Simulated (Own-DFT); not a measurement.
# One host, several defects: C40 NbSi2

No measurement is shown. These are fixed-geometry runs of a retired plane-wave code named Own-DFT, which no person has reviewed; spin and spin-orbit coupling are neglected.

Common settings: PBE; PseudoDojo norm-conserving scalar-relativistic files; cutoff 42 hartree; 4 x 4 x 5 k mesh centred on Gamma; cold (Marzari-Vanderbilt) smearing of 0.2 eV.

Limits: forces on such cells failed a check on a denser k mesh; stress not checked against mesh or cutoff.

All runs share one cell, with vectors in Å (0.000, 8.324, 0.000); (-9.613, 0.000, 0.000); (0.000, 0.000, 6.586) and a volume of 527.0 Å³. Atoms were moved at random from their sites; u is the rms move along one axis. The defect's site can differ from row to row.

```
                    cell   formula   u (Å)  P (GPa)
               no defect  Nb12Si24  0.0179     1.44
               no defect  Nb12Si24  0.0184     1.47
               no defect  Nb12Si24  0.0451     2.29
two Si on a Nb site each  Nb10Si26  0.0301     1.53
two Si on a Nb site each  Nb10Si26  0.0317     1.67
two Si on a Nb site each  Nb10Si26  0.0462     2.11
two Si on a Nb site each  Nb10Si26  0.0484        ?
          one Si vacancy  Nb12Si23  0.0297     0.90
          one Si vacancy  Nb12Si23  0.0300     1.00
          one Si vacancy  Nb12Si23  0.0454     1.53
two Nb on a Si site each  Nb14Si22  0.0292     7.58
two Nb on a Si site each  Nb14Si22  0.0303     7.84
two Nb on a Si site each  Nb14Si22  0.0509     8.23
```

## Fit

P = P0 + c u² + a shift for each defect gives P0 = 1.36 GPa, c = 418 ± 44 GPa/Å² and a scatter of 0.11 GPa. The shifts, and each times the cell's volume:

- two Nb on a Si site each: 5.92 ± 0.09 GPa, 19.5 eV (9.7 eV for each of its 2 sites)
- two Si on a Nb site each: -0.15 ± 0.09 GPa, -0.5 eV (-0.3 eV for each of its 2 sites) (not resolved)
- one Si vacancy: -0.75 ± 0.09 GPa, -2.5 eV

Against the defect-free cell, a freed cell would be larger where the shift is positive and smaller where it is negative (160.2 GPa Å³ is 1 eV). The atoms around the defects weren't relaxed, which would change these numbers.

## Check

Q: what pressure belongs in the blank (two Si on a Nb site each, u = 0.0484 Å)?

The fitted form gives 2.19 ± 0.13 GPa. The calculation gave 2.42 GPa.
